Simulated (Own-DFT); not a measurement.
# Response to strain: wurtzite AlN, 128 atoms (Al64N64)

All numbers below are calculated, not measured. They come from Own-DFT, an in-house plane-wave density functional program, since retired, whose code no person has reviewed. Each row is one single-point run on a periodic cell that was not relaxed, without spin or spin-orbit coupling.

Settings of every run: PBE; PseudoDojo norm-conserving scalar-relativistic files; cutoff 42 hartree; 3 x 3 x 3 k mesh centred on Gamma; Gaussian smearing of 0.01 eV.

Known limits: k mesh not checked against a denser one; stress not checked against mesh or cutoff.

Unstrained cell vectors in Å: (12.448, 0.000, 0.000); (-6.224, 10.780, 0.000); (0.000, 0.000, 9.964). The unstrained cell has measured lattice constants (interpolated for alloys), not those of this functional. That, the random moves and any unrelaxed bonds set the pressure at no strain. Each run strains this cell uniformly, with the atoms carried along. Every atom was also moved at random, by a Gaussian of width 0.05 Å on each axis. Strain is the symmetric tensor, in per cent. Stress is positive in tension, and the pressure is minus a third of its trace.

| run | e_xx (%) | e_yy (%) | e_zz (%) | s_xx (GPa) | s_yy (GPa) | s_zz (GPa) | P (GPa) | E (meV/atom) |
|---|---|---|---|---|---|---|---|---|
| 1 | 0.00 | 0.00 | 2.75 | -3.96 | -4.74 | 5.89 | 0.94 | 13.9 |
| 2 | 0.00 | 0.00 | -1.50 | -6.55 | -7.06 | -14.73 | 9.45 | 28.0 |
| 3 | 0.00 | 0.00 | 1.25 | -4.13 | -4.51 | -0.92 | 3.19 | 6.3 |
| 4 | 0.00 | 0.00 | 3.00 | -5.22 | -2.86 | 7.49 | 0.20 | 6.6 |
| 5 | 0.00 | 0.00 | -0.75 | -5.81 | -7.09 | -8.37 | 7.09 | 10.2 |
| 6 | 0.00 | 0.00 | -1.25 | -6.21 | -6.93 | -12.14 | 8.43 | 14.9 |
| 7 | 0.00 | 0.00 | 0.50 | -5.41 | -4.73 | -3.49 | 4.54 | 0.0 |
| 8 | 0.00 | 0.00 | -2.00 | -7.54 | -6.70 | -17.47 | 10.57 | 33.8 |
| 9 | 0.00 | 0.00 | 1.00 | ? | ? | ? | ? | ? |

E is the free energy for each atom above the lowest run shown.

## Worked fit

The change of volume is close to e_xx + e_yy + e_zz. A straight line through the runs shown gives P = 6.05 - 201 x (fractional change of volume) GPa, with an error of 9 on the slope and a scatter of 0.45 GPa. The strain isn't the same on all axes and the cell isn't cubic, so the slope belongs to this path and is not the bulk modulus.

## Withheld run

Question: what pressure should run 9 give? Its volume changes by 1.00 %.

The line gives 4.0 GPa. The calculation gave 3.64 GPa.
